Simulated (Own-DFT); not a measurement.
# Which defects push the lattice out? C40 NbSi2

No measurement is shown. These are fixed-geometry runs of a retired plane-wave code named Own-DFT, which no person has reviewed; spin and spin-orbit coupling are neglected.

Method: PBEsol; PseudoDojo norm-conserving scalar-relativistic files, made for PBE; cutoff 42 hartree; 4 x 4 x 5 k mesh centred on Gamma; cold (Marzari-Vanderbilt) smearing of 0.2 eV.

Known weak points: forces on such cells failed a check on a denser k mesh; stress not checked against mesh or cutoff.

All runs share one cell, with vectors in Å (0.000, 8.324, 0.000); (-9.613, 0.000, 0.000); (0.000, 0.000, 6.586) and a volume of 527.0 Å³. The atoms are randomly displaced, by u rms on each axis. The defect's site can differ from row to row.

```
cell,formula,u (Å),P (GPa)
no defect,Nb12Si24,0.0173,-2.19
no defect,Nb12Si24,0.0527,-0.79
no defect,Nb12Si24,0.0536,-0.95
two Nb vacancies,Nb10Si24,0.0301,-3.33
two Nb vacancies,Nb10Si24,0.0313,-3.08
two Nb vacancies,Nb10Si24,0.0490,?
two Nb vacancies,Nb10Si24,0.0564,-2.06
two Nb on a Si site each,Nb14Si22,0.0294,3.48
two Nb on a Si site each,Nb14Si22,0.0315,3.49
two Nb on a Si site each,Nb14Si22,0.0495,4.65
two Si on a Nb site each,Nb10Si26,0.0310,-1.76
two Si on a Nb site each,Nb10Si26,0.0508,-0.53
two Si on a Nb site each,Nb10Si26,0.0541,-0.81
one Si vacancy,Nb12Si23,0.0329,-2.32
one Si vacancy,Nb12Si23,0.0487,-1.88
one Si vacancy,Nb12Si23,0.0567,-1.18
```

## Analysis

P = P0 + c u² + a shift for each defect gives P0 = -2.41 GPa, c = 553 ± 48 GPa/Å² and a scatter of 0.18 GPa. The shifts, and each times the cell's volume:

- two Nb on a Si site each: 5.48 ± 0.15 GPa, 18.0 eV (9.0 eV for each of its 2 sites)
- two Si on a Nb site each: 0.18 ± 0.14 GPa, 0.6 eV (0.3 eV for each of its 2 sites) (not resolved)
- one Si vacancy: -0.62 ± 0.15 GPa, -2.0 eV
- two Nb vacancies: -1.35 ± 0.15 GPa, -4.5 eV (-2.2 eV for each of its 2 sites)

Positive is outwards. The product with the volume (160.2 GPa Å³ to the eV) is nearly free of the cell's size; divided by the bulk modulus at the cell's pressure it gives the volume that the defect adds. The atoms around the defects weren't relaxed, which would change these numbers.

## Withheld run

Q: what pressure belongs in the blank (two Nb vacancies, u = 0.0490 Å)?

The fitted form gives -2.43 ± 0.21 GPa. DFT gave -2.72 GPa.
